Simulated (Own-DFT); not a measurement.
# Computed records: SiSnGe6 (diamond-structure random alloy, strained, atoms displaced)

A calculation, not a measurement: plane-wave density functional theory by an unreviewed code, no spin, of a simulated periodic cell, stress positive in tension, run twice, with PBE and with PBEsol, both on files made for PBE, so the change isn't that of files made for PBEsol, forces on such cells moved up to 12 meV/angstrom on a denser k mesh; the far tail of each file's local potential was reset to the Coulomb form; each entry is a single point on an unrelaxed cell, so the pressure reflects the starting lattice, mostly measured values (interpolated for alloys), from which strain is counted, and rises with the displacements; printed positions are rounded, which can move forces by about a meV/angstrom; the program, named Own-DFT, is a retired in-house code; no spin-orbit coupling; stress was not checked against mesh or cutoff. Program: Own-DFT development build.

Settings shared by all entries: functional PBE, then PBEsol; potential files PseudoDojo norm-conserving, scalar-relativistic, standard set; wave cutoff 49 hartree; occupations Fermi-Dirac; smearing width 0.1 eV; k mesh 3 x 3 x 3 centred on Gamma.

(1) SiSnGe6 (diamond-structure random alloy, strained, atoms displaced)

```xyz
64
Lattice="11.2950 0.0000 0.0000 0.0000 11.2950 0.0000 0.0000 0.0000 11.4670" Properties=species:S:1:pos:R:3 SiSnGe6
Ge    11.2661    11.2838    11.4360
Ge    11.2350     2.7860     2.8200
Ge     2.9028    11.2269     2.8701
Sn     2.8826     2.8125    11.3969
Ge     1.3380     1.4450     1.5063
Ge     1.4934     4.2670     4.2681
Sn     4.3352     1.3620     4.2839
Ge     4.0971     4.2526     1.4411
Si     0.0822    11.2713     5.7407
Ge    11.2324     2.8691     8.6189
Ge     2.8601    11.2440     8.5242
Ge     2.8553     2.7718     5.7940
Ge     1.4033     1.4000     7.1334
Ge     1.4430     4.2786     9.9960
Ge     4.1634     1.3455    10.0948
Ge     4.2301     4.1678     7.1388
Si    11.1921     5.5949     0.0573
Ge     0.0637     8.5573     2.8738
Ge     2.8439     5.6960     2.8453
Ge     2.8281     8.4400     0.0492
Ge     1.4619     7.0431     1.4039
Ge     1.4478     9.9250     4.2856
Si     4.2333     7.0562     4.2555
Sn     4.2679     9.9287     1.2918
Sn     0.0095     5.6560     5.7103
Si     0.0433     8.4041     8.6067
Ge     2.8207     5.6053     8.5808
Sn     2.8934     8.4836     5.7519
Ge     1.3385     7.0527     7.1540
Ge     1.3974     9.7948     9.9982
Ge     4.1667     7.0448    10.0816
Ge     4.2739     9.8688     7.1762
Ge     5.6962    11.2665    11.4577
Ge     5.6151     2.8766     2.8872
Ge     8.5824    11.2863     2.8172
Si     8.5745     2.7641    11.4394
Ge     7.1150     1.4289     1.5155
Ge     7.1004     4.2744     4.2894
Si     9.8376     1.3772     4.2385
Sn     9.9814     4.1843     1.4001
Ge     5.6055    11.2134     5.6655
Sn     5.6355     2.8205     8.5969
Ge     8.4394    11.2555     8.6063
Ge     8.4731     2.7867     5.7907
Ge     7.1066     1.4024     7.1267
Si     7.1802     4.3197    10.1014
Ge     9.9133     1.3659     9.9867
Ge     9.9659     4.2386     7.2089
Ge     5.5922     5.6951     0.0489
Ge     5.6383     8.5466     2.8811
Ge     8.4415     5.7249     2.8617
Sn     8.6050     8.5020     0.0292
Ge     7.0463     7.0438     1.4417
Ge     7.0576     9.8364     4.2947
Ge    10.0241     6.9772     4.3679
Ge     9.8649     9.8916     1.4568
Ge     5.5742     5.7780     5.6945
Ge     5.7064     8.4212     8.5426
Ge     8.4918     5.6224     8.6696
Ge     8.4899     8.4804     5.6903
Ge     7.0480     7.0043     7.2048
Si     7.1775     9.8978     9.9646
Ge     9.8998     7.0670     9.9369
Ge     9.9686     9.9169     7.1346
```

It finds PBE pressure 7.47 GPa; PBE stress xx -7.45 GPa; PBE stress yy -8 GPa; PBE stress zz -6.95 GPa; PBE stress yz 0.38 GPa; PBE stress xz -0.37 GPa; PBE stress xy -0.18 GPa; PBEsol pressure 4.52 GPa; PBEsol stress xx -4.52 GPa; PBEsol stress yy -5.05 GPa; PBEsol stress zz -4.01 GPa; PBEsol stress yz 0.37 GPa; PBEsol stress xz -0.35 GPa; PBEsol stress xy -0.18 GPa; rms change of force components from PBE to PBEsol 0.046 eV/Å.

Force:
| force element | PBE force x (eV/Å) | PBE force y (eV/Å) | PBE force z (eV/Å) | PBEsol force x (eV/Å) | PBEsol force y (eV/Å) | PBEsol force z (eV/Å) |
| --- | --- | --- | --- | --- | --- | --- |
| Ge | 0.643 | -0.122 | 0.381 | 0.612 | -0.114 | 0.371 |
| Ge | 1.458 | -1.04 | 3.002 | 1.451 | -0.985 | 2.857 |
| Ge | -2.27 | 0.855 | -0.397 | -2.208 | 0.827 | -0.376 |
| Sn | -2.269 | 0.135 | 1.172 | -2.206 | 0.139 | 1.141 |
| Ge | 0.689 | -1.432 | -0.396 | 0.655 | -1.381 | -0.387 |
| Ge | 0.325 | -1.647 | -0.518 | 0.315 | -1.588 | -0.503 |
| Sn | -1.412 | 0.911 | -0.054 | -1.372 | 0.876 | -0.05 |
| Ge | 2.254 | 0.823 | 0.858 | 2.189 | 0.811 | 0.834 |
| Si | -0.814 | 0.707 | -0.917 | -0.766 | 0.663 | -0.869 |
| Ge | 1.244 | -0.767 | 0.216 | 1.203 | -0.736 | 0.205 |
| Ge | -0.676 | 0.218 | 0.76 | -0.647 | 0.214 | 0.74 |
| Ge | -0.823 | 0.661 | -0.533 | -0.792 | 0.65 | -0.503 |
| Ge | -0.429 | 0.064 | 0.55 | -0.364 | 0.094 | 0.557 |
| Ge | -1.714 | 0.664 | 0.094 | -1.628 | 0.617 | 0.055 |
| Ge | 1.747 | -2.274 | -1.626 | 1.702 | -2.202 | -1.58 |
| Ge | -0.634 | 1.982 | -0.914 | -0.629 | 1.913 | -0.884 |
| Si | 2.855 | 2.562 | -2.814 | 2.805 | 2.519 | -2.769 |
| Ge | -0.22 | -0.918 | -0.039 | -0.204 | -0.884 | -0.03 |
| Ge | -0.032 | 0.166 | 0.523 | -0.07 | 0.116 | 0.461 |
| Ge | -1.247 | -0.712 | -1.628 | -1.207 | -0.701 | -1.584 |
| Ge | -1.403 | -0.135 | 0.037 | -1.313 | -0.097 | 0.063 |
| Ge | -0.537 | 0.59 | -0.092 | -0.482 | 0.536 | -0.131 |
| Si | 0.725 | 0.02 | -1.012 | 0.717 | 0.018 | -0.994 |
| Sn | -0.338 | -0.937 | 1.398 | -0.327 | -0.912 | 1.371 |
| Sn | 1.453 | -2.28 | 1.112 | 1.417 | -2.206 | 1.085 |
| Si | -0.379 | 0.561 | -0.51 | -0.375 | 0.548 | -0.499 |
| Ge | 0.07 | 0.57 | -0.522 | 0.058 | 0.539 | -0.494 |
| Sn | -0.934 | -0.788 | -0.493 | -0.948 | -0.718 | -0.441 |
| Ge | 1.294 | 0.637 | 2.035 | 1.289 | 0.583 | 1.94 |
| Ge | 0.162 | 0.291 | 0.091 | 0.191 | 0.31 | 0.126 |
| Ge | 0.591 | 0.157 | -0.903 | 0.569 | 0.146 | -0.859 |
| Ge | 1.44 | 0.696 | 0.961 | 1.392 | 0.677 | 0.919 |
| Ge | 2.466 | 1.755 | -2.01 | 2.341 | 1.729 | -1.919 |
| Ge | 1.295 | 1.307 | -1.3 | 1.261 | 1.256 | -1.25 |
| Ge | -1.26 | 0.065 | 1.023 | -1.257 | 0.029 | 0.937 |
| Si | -1.615 | -0.369 | -0.803 | -1.546 | -0.405 | -0.756 |
| Ge | -0.156 | 0.407 | -1.044 | -0.175 | 0.355 | -0.984 |
| Ge | -0.426 | 0.08 | 0.585 | -0.42 | 0.08 | 0.56 |
| Si | 0.97 | 0.17 | 1.347 | 0.923 | 0.194 | 1.283 |
| Sn | -2.83 | 0.3 | 0.626 | -2.749 | 0.256 | 0.708 |
| Ge | 2.248 | -0.924 | 2.073 | 2.182 | -0.902 | 2.006 |
| Sn | 1.156 | -0.011 | 1.418 | 1.079 | -0.042 | 1.328 |
| Ge | 0.845 | 0.507 | -0.829 | 0.868 | 0.542 | -0.848 |
| Ge | 0.77 | 0.458 | -1.014 | 0.707 | 0.464 | -0.952 |
| Ge | -0.307 | -1.431 | -0.378 | -0.291 | -1.378 | -0.365 |
| Si | -0.554 | -0.795 | 1.018 | -0.568 | -0.736 | 0.965 |
| Ge | -0.657 | 0.202 | 0.149 | -0.604 | 0.167 | 0.118 |
| Ge | -1.962 | -0.659 | 0.247 | -1.899 | -0.648 | 0.254 |
| Ge | 0.54 | -0.863 | -0.257 | 0.491 | -0.798 | -0.22 |
| Ge | 0.334 | -1.656 | 0.324 | 0.364 | -1.575 | 0.293 |
| Ge | 0.568 | -0.208 | 0.588 | 0.54 | -0.205 | 0.58 |
| Sn | -1.875 | -0.987 | -1.079 | -1.786 | -0.989 | -1.012 |
| Ge | -0.773 | 0.396 | 0.47 | -0.749 | 0.378 | 0.464 |
| Ge | 0.659 | 0.588 | -0.214 | 0.62 | 0.559 | -0.204 |
| Ge | -3.196 | 3.318 | -3.198 | -3.114 | 3.229 | -3.105 |
| Ge | 2.332 | 1.157 | 0.992 | 2.262 | 1.13 | 0.964 |
| Ge | 0.416 | -1.355 | 0.077 | 0.449 | -1.351 | 0.119 |
| Ge | -0.32 | 0.676 | 1.435 | -0.333 | 0.629 | 1.349 |
| Ge | -0.117 | -0.164 | -0.816 | -0.069 | -0.109 | -0.824 |
| Ge | 0.433 | -0.605 | 0.577 | 0.417 | -0.584 | 0.556 |
| Ge | 0.769 | 0.11 | -0.717 | 0.726 | 0.118 | -0.696 |
| Si | -1.796 | -0.238 | 0.198 | -1.761 | -0.229 | 0.194 |
| Ge | 1.374 | -0.863 | 0.254 | 1.268 | -0.854 | 0.254 |
| Ge | -0.147 | -0.588 | 0.436 | -0.203 | -0.581 | 0.429 |

(2) SiSnGe6 (diamond-structure random alloy, strained, atoms displaced)

```xyz
64
Lattice="11.2950 0.0000 0.0000 0.0000 11.2950 0.0000 0.0000 0.0000 11.4670" Properties=species:S:1:pos:R:3 SiSnGe6
Ge     0.0408    11.1941    11.4122
Sn    11.2897     2.7890     2.9253
Ge     2.8289     0.0698     2.9078
Ge     2.8514     2.7842    11.4496
Ge     1.4112     1.4304     1.4419
Ge     1.3509     4.3232     4.2746
Ge     4.1885     1.3747     4.2999
Ge     4.2574     4.1579     1.4396
Ge     0.0645    11.2656     5.7334
Ge    11.2856     2.7979     8.5503
Ge     2.8358    11.2937     8.6087
Ge     2.8010     2.8149     5.7268
Ge     1.5069     1.4687     7.2069
Ge     1.3519     4.2745    10.1238
Ge     4.2490     1.4286    10.0537
Ge     4.2700     4.1427     7.2002
Ge    11.2488     5.6347    11.4406
Si    11.1486     8.4384     2.9112
Ge     2.8829     5.6865     2.8928
Si     2.7725     8.4299     0.0359
Ge     1.3971     6.9771     1.3880
Ge     1.4582     9.8783     4.4284
Ge     4.1808     7.0497     4.3009
Si     4.2096     9.8723     1.5296
Ge     0.0367     5.6030     5.8077
Ge     0.0239     8.4295     8.5708
Si     2.8216     5.6963     8.4878
Ge     2.8070     8.4501     5.7820
Sn     1.3802     6.9932     7.1081
Ge     1.4028     9.8808    10.0728
Ge     4.2867     7.0733    10.1472
Ge     4.3005     9.8597     7.1725
Si     5.6683     0.0145     0.0069
Ge     5.7068     2.8253     2.9189
Sn     8.4943    11.2114     2.8824
Ge     8.5928     2.7794    11.4620
Si     7.1305     1.4455     1.4062
Ge     7.0926     4.3355     4.3343
Ge     9.8909     1.4626     4.4276
Ge     9.9091     4.2181     1.3987
Ge     5.6042    11.2714     5.6963
Ge     5.7110     2.7900     8.4977
Sn     8.3849     0.0025     8.6457
Ge     8.5085     2.8064     5.7927
Ge     7.0951     1.4315     7.2002
Sn     7.0591     4.2859    10.0574
Ge     9.7783     1.4630    10.1102
Si     9.9192     4.1893     7.0735
Ge     5.6915     5.6787     0.0071
Sn     5.6750     8.5101     2.9507
Ge     8.4233     5.6355     2.9009
Sn     8.4338     8.5461     0.0270
Ge     7.0434     7.0103     1.3382
Si     7.0355     9.9375     4.2691
Ge     9.8667     7.0229     4.3933
Ge     9.8732     9.9053     1.4421
Ge     5.6591     5.6416     5.7640
Ge     5.6268     8.5483     8.5480
Sn     8.5252     5.6795     8.6674
Ge     8.4838     8.4235     5.7463
Ge     7.1131     7.0955     7.1307
Ge     6.9508     9.8775     9.9934
Ge     9.8561     7.0712     9.9947
Ge     9.8662     9.8529     7.2101
```

Results for SiSnGe6 (diamond-structure random alloy, strained, atoms displaced): PBE pressure 7.51 GPa; PBE stress xx -7.84 GPa; PBE stress yy -7.92 GPa; PBE stress zz -6.78 GPa; PBE stress yz -0.54 GPa; PBE stress xz 0.42 GPa; PBE stress xy -0.3 GPa; PBEsol pressure 4.56 GPa; PBEsol stress xx -4.89 GPa; PBEsol stress yy -4.96 GPa; PBEsol stress zz -3.83 GPa; PBEsol stress yz -0.5 GPa; PBEsol stress xz 0.39 GPa; PBEsol stress xy -0.3 GPa; rms change of force components from PBE to PBEsol 0.045 eV/Å.

Force:
| force element | PBE force x (eV/Å) | PBE force y (eV/Å) | PBE force z (eV/Å) | PBEsol force x (eV/Å) | PBEsol force y (eV/Å) | PBEsol force z (eV/Å) |
| --- | --- | --- | --- | --- | --- | --- |
| Ge | -0.807 | 1.585 | 0.931 | -0.787 | 1.532 | 0.904 |
| Sn | -0.19 | 0.403 | -0.504 | -0.182 | 0.403 | -0.492 |
| Ge | -0.453 | -1.275 | -0.701 | -0.453 | -1.194 | -0.636 |
| Ge | -0.524 | 0.548 | 0.151 | -0.508 | 0.533 | 0.153 |
| Ge | 0.759 | -1.361 | -1.161 | 0.75 | -1.322 | -1.114 |
| Ge | 1.733 | 0.389 | 0.841 | 1.68 | 0.378 | 0.829 |
| Ge | 0.695 | 0.843 | 0.244 | 0.658 | 0.808 | 0.237 |
| Ge | 0.129 | 0.661 | 0.193 | 0.126 | 0.645 | 0.194 |
| Ge | -0.494 | 0.624 | 1.177 | -0.471 | 0.604 | 1.136 |
| Ge | -0.234 | 0.497 | 0.69 | -0.191 | 0.454 | 0.696 |
| Ge | 0.305 | -0.162 | 0.234 | 0.294 | -0.142 | 0.222 |
| Ge | 0.217 | 0.769 | -0.471 | 0.216 | 0.732 | -0.441 |
| Ge | -0.819 | -0.894 | -0.185 | -0.796 | -0.865 | -0.181 |
| Ge | 1.041 | -0.412 | -1.696 | 0.971 | -0.419 | -1.612 |
| Ge | 0.726 | -0.572 | -0.407 | 0.666 | -0.529 | -0.426 |
| Ge | -0.702 | 1.025 | -0.425 | -0.644 | 0.959 | -0.444 |
| Ge | -0.31 | 0.551 | 0.223 | -0.288 | 0.516 | 0.22 |
| Si | 1.498 | 0.009 | -0.12 | 1.459 | 0.005 | -0.12 |
| Ge | -0.625 | -0.86 | -0.782 | -0.614 | -0.834 | -0.752 |
| Si | 0.616 | 0.691 | 0.372 | 0.573 | 0.639 | 0.333 |
| Ge | -0.409 | 0.973 | 0.895 | -0.406 | 0.88 | 0.867 |
| Ge | -0.5 | -0.373 | -1.909 | -0.466 | -0.325 | -1.804 |
| Ge | 0.077 | -0.33 | 1.394 | 0.071 | -0.323 | 1.349 |
| Si | -0.886 | 1.09 | -1.848 | -0.871 | 1.074 | -1.745 |
| Ge | -2.316 | -1.683 | -2.086 | -2.21 | -1.601 | -2.074 |
| Ge | -0.796 | 1.11 | 1.322 | -0.792 | 1.078 | 1.283 |
| Si | 1.685 | -1.808 | 2.731 | 1.657 | -1.781 | 2.675 |
| Ge | 1.481 | 0.874 | -0.864 | 1.433 | 0.854 | -0.853 |
| Sn | 0.693 | 1.202 | 1.101 | 0.619 | 1.222 | 1.015 |
| Ge | 0.932 | -1.121 | -0.925 | 0.86 | -1.051 | -0.925 |
| Ge | -1.095 | 0.377 | -1.504 | -0.999 | 0.356 | -1.459 |
| Ge | -1.228 | 0.592 | -0.407 | -1.182 | 0.568 | -0.387 |
| Si | -0.481 | 0.023 | 0.789 | -0.471 | 0.015 | 0.703 |
| Ge | 0.181 | -0.334 | -0.273 | 0.14 | -0.288 | -0.245 |
| Sn | -0.288 | 2.312 | 0.505 | -0.195 | 2.252 | 0.465 |
| Ge | -1.601 | 0.851 | 1.824 | -1.506 | 0.85 | 1.732 |
| Si | -1.009 | 0.066 | -0.48 | -0.949 | 0.104 | -0.442 |
| Ge | -0.236 | -1.313 | 0.359 | -0.234 | -1.263 | 0.339 |
| Ge | -0.296 | -1.461 | 0.667 | -0.28 | -1.416 | 0.65 |
| Ge | -0.902 | 0.897 | 0.2 | -0.876 | 0.866 | 0.177 |
| Ge | 0.797 | 0.364 | 0.186 | 0.73 | 0.377 | 0.212 |
| Ge | -1.04 | -0.307 | 1.053 | -1.011 | -0.295 | 1.008 |
| Sn | 1.165 | -0.299 | 0.093 | 1.124 | -0.288 | 0.091 |
| Ge | -0.639 | 0.829 | -0.24 | -0.642 | 0.761 | -0.266 |
| Ge | -1.193 | 0.246 | -2.193 | -1.162 | 0.255 | -2.11 |
| Sn | -0.983 | -2.828 | 0.895 | -0.949 | -2.742 | 0.872 |
| Ge | 2.816 | -1.025 | -1 | 2.718 | -0.983 | -0.964 |
| Si | 0.279 | -0.164 | 0.757 | 0.279 | -0.165 | 0.74 |
| Ge | -1.964 | -0.208 | 1.208 | -1.893 | -0.185 | 1.17 |
| Sn | -0.203 | -1.028 | -1.106 | -0.215 | -1.09 | -1.081 |
| Ge | 0.851 | 0.411 | -0.991 | 0.815 | 0.389 | -0.951 |
| Sn | 0.164 | -0.514 | -0.931 | 0.157 | -0.508 | -0.911 |
| Ge | 0.096 | -0.525 | 1.883 | 0.089 | -0.516 | 1.824 |
| Si | 0.487 | -0.468 | 2.989 | 0.479 | -0.463 | 2.939 |
| Ge | 0.233 | -0.225 | -0.776 | 0.185 | -0.239 | -0.712 |
| Ge | 2.744 | -0.717 | -0.095 | 2.622 | -0.668 | -0.123 |
| Ge | -0.57 | 0.242 | 0.192 | -0.538 | 0.23 | 0.179 |
| Ge | 0.282 | -1.714 | 0.648 | 0.287 | -1.643 | 0.63 |
| Sn | 0.966 | -0.262 | -3.667 | 0.909 | -0.208 | -3.529 |
| Ge | -0.397 | 1.428 | -0.566 | -0.36 | 1.34 | -0.51 |
| Ge | -1.333 | 0.284 | 0.077 | -1.287 | 0.287 | 0.067 |
| Ge | -1.523 | 0.219 | 0.986 | -1.446 | 0.184 | 0.91 |
| Ge | 2.517 | 1.539 | 1.439 | 2.447 | 1.488 | 1.393 |
| Ge | 0.884 | -0.284 | -0.933 | 0.862 | -0.293 | -0.905 |

(3) SiSnGe6 (diamond-structure random alloy, strained, atoms displaced)

```xyz
64
Lattice="11.2950 0.0000 0.0000 0.0000 11.2950 0.0000 0.0000 0.0000 11.4670" Properties=species:S:1:pos:R:3 SiSnGe6
Ge     0.0177    11.2379     0.0602
Ge     0.0297     2.8690     2.8797
Ge     2.8756    11.2649     2.9667
Si     2.8030     2.8912    11.4379
Si     1.4525     1.4239     1.3764
Ge     1.4487     4.2799     4.2620
Ge     4.2842     1.4389     4.3391
Sn     4.1817     4.2484     1.3749
Ge    11.2619     0.0362     5.6934
Sn    11.2538     2.8532     8.5310
Ge     2.8810    11.2504     8.6462
Ge     2.7827     2.8001     5.6759
Ge     1.4394     1.4206     7.1886
Ge     1.4073     4.2313    10.1014
Ge     4.2319     1.3827    10.1278
Ge     4.1992     4.3022     7.2511
Ge     0.0087     5.6427     0.0305
Ge    11.2674     8.4997     2.8071
Si     2.8733     5.6464     2.8530
Ge     2.7270     8.4594     0.0967
Si     1.4267     7.1551     1.3984
Ge     1.4510     9.8908     4.2317
Ge     4.2689     7.0383     4.3576
Ge     4.1746     9.8671     1.4954
Ge     0.0189     5.6391     5.7554
Ge    11.2725     8.5200     8.5690
Ge     2.8492     5.7232     8.6013
Ge     2.7839     8.4080     5.8004
Sn     1.4943     7.0793     7.2354
Ge     1.4247     9.7001    10.0478
Ge     4.1892     6.9857    10.0510
Si     4.2362     9.8472     7.2328
Ge     5.6005    11.2788    11.4644
Ge     5.5828     2.8857     2.9065
Ge     8.4379    11.2703     2.9364
Ge     8.5290     2.8298    11.4620
Ge     6.9548     1.5265     1.3661
Ge     7.0060     4.2921     4.3354
Sn     9.8560     1.4346     4.2721
Ge     9.9302     4.3162     1.4401
Ge     5.5383    11.2473     5.7521
Ge     5.6815     2.7678     8.5800
Sn     8.5884    11.1793     8.6217
Ge     8.4990     2.7903     5.6932
Ge     7.0788     1.3977     7.1353
Ge     7.0487     4.3250    10.0220
Ge     9.9101     1.4304     9.8823
Si     9.8702     4.2718     7.1564
Ge     5.7003     5.6714     0.0056
Ge     5.6680     8.4528     2.8464
Ge     8.4167     5.7115     2.8211
Sn     8.4780     8.4470    11.4638
Ge     7.0331     7.0887     1.4444
Ge     7.0765     9.9612     4.1983
Ge     9.9059     7.0318     4.2503
Sn     9.9980     9.8350     1.4945
Ge     5.6640     5.6028     5.7189
Si     5.5684     8.5366     8.6017
Ge     8.4452     5.5983     8.6506
Ge     8.4701     8.5098     5.7459
Sn     7.1302     7.0458     7.1165
Ge     7.0465     9.7567    10.0593
Si     9.8358     7.0499     9.9842
Ge     9.8500     9.9153     7.1624
```

The calculation gives: PBE pressure 7.64 GPa; PBE stress xx -7.95 GPa; PBE stress yy -7.94 GPa; PBE stress zz -7.02 GPa; PBE stress yz 0.71 GPa; PBE stress xz 0.33 GPa; PBE stress xy -0.1 GPa; PBEsol pressure 4.69 GPa; PBEsol stress xx -5 GPa; PBEsol stress yy -5 GPa; PBEsol stress zz -4.07 GPa; PBEsol stress yz 0.68 GPa; PBEsol stress xz 0.31 GPa; PBEsol stress xy -0.09 GPa; rms change of force components from PBE to PBEsol 0.049 eV/Å.

Force:
| force element | PBE force x (eV/Å) | PBE force y (eV/Å) | PBE force z (eV/Å) | PBEsol force x (eV/Å) | PBEsol force y (eV/Å) | PBEsol force z (eV/Å) |
| --- | --- | --- | --- | --- | --- | --- |
| Ge | 1.607 | 2.011 | -2.116 | 1.534 | 1.903 | -2.068 |
| Ge | 1.077 | 0.343 | -1.53 | 1.015 | 0.369 | -1.45 |
| Ge | -0.226 | 1.362 | -1.107 | -0.199 | 1.277 | -1.047 |
| Si | -1.066 | -2.168 | -0.652 | -1.01 | -2.088 | -0.683 |
| Si | 0.173 | 0.102 | 0.468 | 0.131 | 0.059 | 0.495 |
| Ge | -0.003 | 0.128 | 0.016 | -0.041 | 0.076 | 0.055 |
| Ge | -0.408 | -0.179 | -0.077 | -0.402 | -0.179 | -0.073 |
| Sn | 0.383 | 0.189 | 0.205 | 0.472 | 0.188 | 0.206 |
| Ge | 1.624 | -1.294 | 1.246 | 1.568 | -1.253 | 1.215 |
| Sn | 1.184 | 1.097 | -0.071 | 1.193 | 1.004 | -0.02 |
| Ge | -0.493 | -0.126 | -0.074 | -0.503 | -0.089 | -0.041 |
| Ge | 0.453 | 0.597 | 0.734 | 0.433 | 0.574 | 0.71 |
| Ge | 0.875 | -1.437 | -1.021 | 0.841 | -1.385 | -1.002 |
| Ge | 0.643 | 0.773 | -0.267 | 0.584 | 0.79 | -0.289 |
| Ge | -0.376 | 0.829 | -0.726 | -0.328 | 0.758 | -0.734 |
| Ge | 0.379 | -1.181 | -0.915 | 0.373 | -1.133 | -0.889 |
| Ge | 0.201 | 1.416 | -0.492 | 0.188 | 1.306 | -0.475 |
| Ge | 3.177 | -3.103 | 2.838 | 3.054 | -2.978 | 2.778 |
| Si | -1.5 | 1.993 | 0.779 | -1.441 | 1.924 | 0.798 |
| Ge | 1.597 | -0.219 | -0.73 | 1.572 | -0.161 | -0.76 |
| Si | -0.66 | -1.819 | 1.454 | -0.678 | -1.745 | 1.394 |
| Ge | -0.756 | -0.612 | 1.189 | -0.732 | -0.583 | 1.143 |
| Ge | -0.375 | 0.038 | -0.623 | -0.33 | 0.055 | -0.57 |
| Ge | 0.484 | 0.031 | -0.41 | 0.469 | 0.031 | -0.392 |
| Ge | -0.749 | -0.571 | -0.618 | -0.694 | -0.53 | -0.636 |
| Ge | -1.368 | -0.238 | 0.875 | -1.288 | -0.201 | 0.832 |
| Ge | 0.629 | -2.389 | 2.052 | 0.625 | -2.313 | 1.993 |
| Ge | 2.195 | 2.487 | -2.119 | 2.113 | 2.377 | -2.076 |
| Sn | -2.474 | -0.399 | -0.184 | -2.395 | -0.383 | -0.185 |
| Ge | -0.253 | 1.84 | -0.047 | -0.247 | 1.778 | -0.04 |
| Ge | 0.771 | 1.604 | 0.482 | 0.718 | 1.519 | 0.48 |
| Si | -0.386 | 0.054 | -0.513 | -0.434 | 0.105 | -0.557 |
| Ge | 0.489 | -0.618 | 0.466 | 0.463 | -0.581 | 0.45 |
| Ge | 1.134 | -0.738 | 0.485 | 1.103 | -0.723 | 0.468 |
| Ge | -0.947 | 0.914 | -2.366 | -0.918 | 0.87 | -2.269 |
| Ge | -0.121 | 0.348 | -0.426 | -0.13 | 0.346 | -0.414 |
| Ge | 0.697 | -0.815 | 0.725 | 0.67 | -0.789 | 0.702 |
| Ge | 1.026 | -0.831 | -0.711 | 0.978 | -0.802 | -0.687 |
| Sn | 0.67 | 0.002 | -0.676 | 0.646 | -0.002 | -0.643 |
| Ge | -0.613 | -0.716 | 0.331 | -0.587 | -0.692 | 0.312 |
| Ge | 0.895 | -0.131 | 0.233 | 0.902 | -0.075 | 0.181 |
| Ge | -0.439 | 0.51 | 0.489 | -0.424 | 0.501 | 0.475 |
| Sn | -3.155 | 1.094 | 0.86 | -3.052 | 1.07 | 0.825 |
| Ge | -1.491 | 2.224 | 1.77 | -1.475 | 2.122 | 1.695 |
| Ge | -0.4 | -0.155 | -0.435 | -0.389 | -0.139 | -0.427 |
| Ge | -0.063 | -1.632 | 0.429 | -0.051 | -1.568 | 0.411 |
| Ge | -0.035 | -0.42 | 3.908 | -0.04 | -0.41 | 3.785 |
| Si | -1.348 | 0.772 | -1.224 | -1.328 | 0.759 | -1.204 |
| Ge | 0.237 | 0.756 | -0.648 | 0.23 | 0.732 | -0.633 |
| Ge | -0.508 | 0.215 | 0.533 | -0.486 | 0.207 | 0.511 |
| Ge | 0.196 | -0.683 | 0.495 | 0.192 | -0.651 | 0.476 |
| Sn | 0.086 | -1.223 | -0.309 | 0.03 | -1.152 | -0.257 |
| Ge | -0.725 | -0.821 | 0.458 | -0.7 | -0.801 | 0.45 |
| Ge | -1.177 | -1.206 | 1.706 | -1.127 | -1.164 | 1.644 |
| Ge | -0.113 | 0.457 | 0.528 | -0.113 | 0.454 | 0.505 |
| Sn | -2.397 | 2.676 | -0.379 | -2.326 | 2.599 | -0.368 |
| Ge | -1.346 | -0.234 | 0.239 | -1.299 | -0.221 | 0.22 |
| Si | -0.055 | -0.744 | 0.544 | -0.003 | -0.779 | 0.592 |
| Ge | 1.709 | -0.075 | -0.121 | 1.588 | -0.078 | -0.115 |
| Ge | 1.208 | 1.036 | -2.008 | 1.178 | 1.002 | -1.938 |
| Sn | -1.406 | 0.363 | 1.273 | -1.333 | 0.318 | 1.203 |
| Ge | -2.301 | 1.389 | -0.934 | -2.188 | 1.378 | -0.871 |
| Si | 1.493 | -1.003 | -0.665 | 1.462 | -0.984 | -0.657 |
| Ge | 2.438 | -1.872 | -2.614 | 2.366 | -1.82 | -2.534 |
